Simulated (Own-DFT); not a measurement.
# Device materials side by side: how hard are they to compress?

Everything here is calculated. The program is Own-DFT (plane waves, in-house, since retired, never reviewed by a person); positions were held fixed, and spin and spin-orbit coupling were off.

Limits (not all hold for every row): forces on such cells moved up to 12 meV/angstrom on a denser k mesh; forces not confirmed at this smearing and k mesh; k mesh not checked against a denser one; forces on such cells passed a denser k mesh, each cell not checked; stress not checked against mesh or cutoff.

All runs are PBE with PseudoDojo norm-conserving files; cutoff and k mesh are each material's own. Every cell starts from measured lattice constants and was given uniform random strains and small random moves of its atoms. Each triple is the change of volume in per cent, the rms move u in Å and the pressure in GPa.

- 3C SiC (C48Si48), 10.36 Å³/atom unstrained: (-3.10, 0.052, 13.76); (-3.04, 0.052, 13.89); (-2.84, 0.050, 12.40); (-1.38, 0.050, 8.66); (0.78, 0.048, 3.36); (0.85, 0.052, 3.98); (1.23, 0.054, 3.22)
- wurtzite AlN (Al36N36), 10.45 Å³/atom unstrained: (-2.70, 0.049, 11.41); (-0.62, 0.052, 7.29); (-0.24, 0.045, 5.88); (-0.06, 0.050, 5.76); (0.12, 0.051, 5.44); (1.01, 0.049, 3.91); (1.75, 0.053, 2.35)
- wurtzite GaN (Ga36N36), 11.42 Å³/atom unstrained: (-2.51, 0.047, 12.59); (-1.84, 0.055, 12.00); (-1.59, 0.049, 10.80); (-0.62, 0.048, 8.40); (1.11, 0.052, 5.57); (1.51, 0.053, 4.67); (2.43, 0.049, 2.67)
- diamond silicon (Si64), 20.02 Å³/atom unstrained: (-2.17, 0.048, 4.93); (0.08, 0.047, 2.34); (0.26, 0.049, 2.46); (0.99, 0.050, 1.57); (2.15, 0.051, 0.89); (2.71, 0.053, 0.34); (3.76, 0.047, -0.79)
- zincblende GaP (Ga32P32), 20.24 Å³/atom unstrained: withheld
- grey tin (Sn64), 34.15 Å³/atom unstrained: (-2.85, 0.053, 5.41); (-2.77, 0.045, 5.17); (-2.51, 0.049, 5.10); (-1.45, 0.053, 4.47); (0.16, 0.049, 3.62); (0.43, 0.048, 3.40); (1.38, 0.049, 2.94)

## Working it out

Fit a line to each set against the fractional change of volume; B is minus its slope, and u is nearly the same within a set. To take it to zero pressure, assume that B rises by 4 GPa for each GPa: B0 = B - 4 x (mean pressure). The bond length of an ideal tetrahedral crystal with the unstrained volume v is d = (√3/4)(8 v)^(1/3). Cohen's empirical rule reads B0 = (1971 - 220 L) d^(-3.5) GPa, with L = 0 for group IV crystals and SiC and 1 for III-V compounds.

| material | L | d (Å) | B (GPa) | mean P (GPa) | B0 (GPa) | rule (GPa) |
|---|---|---|---|---|---|---|
| 3C SiC (C48Si48) | 0 | 1.888 | 248 ± 11 | 8.5 | 214 ± 11 | 213 |
| wurtzite AlN (Al36N36) | 1 | 1.893 | 203 ± 7 | 6.0 | 179 ± 7 | 188 |
| wurtzite GaN (Ga36N36) | 1 | 1.950 | 203 ± 8 | 8.1 | 171 ± 8 | 169 |
| diamond silicon (Si64) | 0 | 2.352 | 93 ± 4 | 1.7 | 86 ± 4 | 99 |
| zincblende GaP (Ga32P32) | 1 | 2.360 | ? | ? | ? | 87 |
| grey tin (Sn64) | 0 | 2.810 | 57 ± 2 | 4.3 | 39 ± 2 | 53 |

A line through ln[B0/(1971 - 220 L)] against ln d has a slope of -4.2 ± 0.1 and a scatter of 3 %. Against the rule, B0 stands at 100 % for 3C SiC, 96 % for wurtzite AlN, 101 % for wurtzite GaN, 87 % for diamond silicon, 74 % for grey tin. PBE tends to make silicon and heavier crystals too soft, and the rule itself is only a guide.

## Withheld run

Q: what B0 does the fitted trend give for zincblende GaP (Ga32P32)?

The line gives 74 GPa. Its own runs give B = 92 ± 3 GPa at a mean pressure of 3.7 GPa, so B0 = 77 GPa.
